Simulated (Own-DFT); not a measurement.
# Point defects and the pressure they add: zincblende GaAs

The numbers are computed, not measured, by runs of the plane-wave DFT program Own-DFT (in-house, retired, unreviewed) at fixed positions, with no spin and no spin-orbit coupling.

Settings: PBE; PseudoDojo norm-conserving scalar-relativistic files; cutoff 42 hartree; 3 x 3 x 3 k mesh centred on Gamma; Fermi-Dirac smearing of 0.1 eV.

Caveats (not all hold for every row): not probed for a lower state with spin; forces not confirmed at this smearing and k mesh; stress not checked against mesh or cutoff.

All runs share one cell, with vectors in Å (11.737, 0.000, 0.000); (0.000, 11.737, 0.000); (0.000, 0.000, 10.919) and a volume of 1504.3 Å³, strained against the parent crystal. Atoms were moved at random from their sites; u is the rms move along one axis. The defect's site can differ from row to row.

| cell | formula | u (Å) | P (GPa) |
|---|---|---|---|
| no defect | As32Ga32 | 0.0308 | 0.77 |
| no defect | As32Ga32 | 0.0312 | 0.76 |
| no defect | As32Ga32 | 0.0549 | 1.13 |
| one P on an As site | As31Ga32P | 0.0285 | 0.50 |
| one P on an As site | As31Ga32P | 0.0298 | 0.52 |
| one P on an As site | As31Ga32P | 0.0473 | ? |
| one P on an As site | As31Ga32P | 0.0511 | 0.86 |
| one Al on a Ga site | AlAs32Ga31 | 0.0296 | 0.72 |
| one Al on a Ga site | AlAs32Ga31 | 0.0303 | 0.71 |
| one Al on a Ga site | AlAs32Ga31 | 0.0518 | 1.06 |
| one In on a Ga site | As32Ga31In | 0.0313 | 1.34 |
| one In on a Ga site | As32Ga31In | 0.0314 | 1.35 |
| one In on a Ga site | As32Ga31In | 0.0519 | 1.67 |
| one As vacancy and one Ga vacancy | As31Ga31 | 0.0313 | 0.40 |
| one As vacancy and one Ga vacancy | As31Ga31 | 0.0480 | 0.61 |
| one As vacancy and one Ga vacancy | As31Ga31 | 0.0485 | 0.80 |

## Analysis

P = P0 + c u² + a shift for each defect gives P0 = 0.57 GPa, c = 194 ± 15 GPa/Å² and a scatter of 0.05 GPa. The shifts, and each times the cell's volume:

- one In on a Ga site: 0.58 ± 0.04 GPa, 5.4 eV
- one Al on a Ga site: -0.03 ± 0.04 GPa, -0.3 eV (not resolved)
- one P on an As site: -0.22 ± 0.04 GPa, -2.1 eV
- one As vacancy and one Ga vacancy: -0.33 ± 0.04 GPa, -3.1 eV

Against the defect-free cell, a freed cell would be larger where the shift is positive and smaller where it is negative (160.2 GPa Å³ is 1 eV). The atoms around the defects weren't relaxed, which would change these numbers.

## Test on the hidden row

Q: what pressure belongs in the blank (one P on an As site, u = 0.0473 Å)?

Estimate: 0.78 ± 0.06 GPa. Computed: 0.74 GPa.
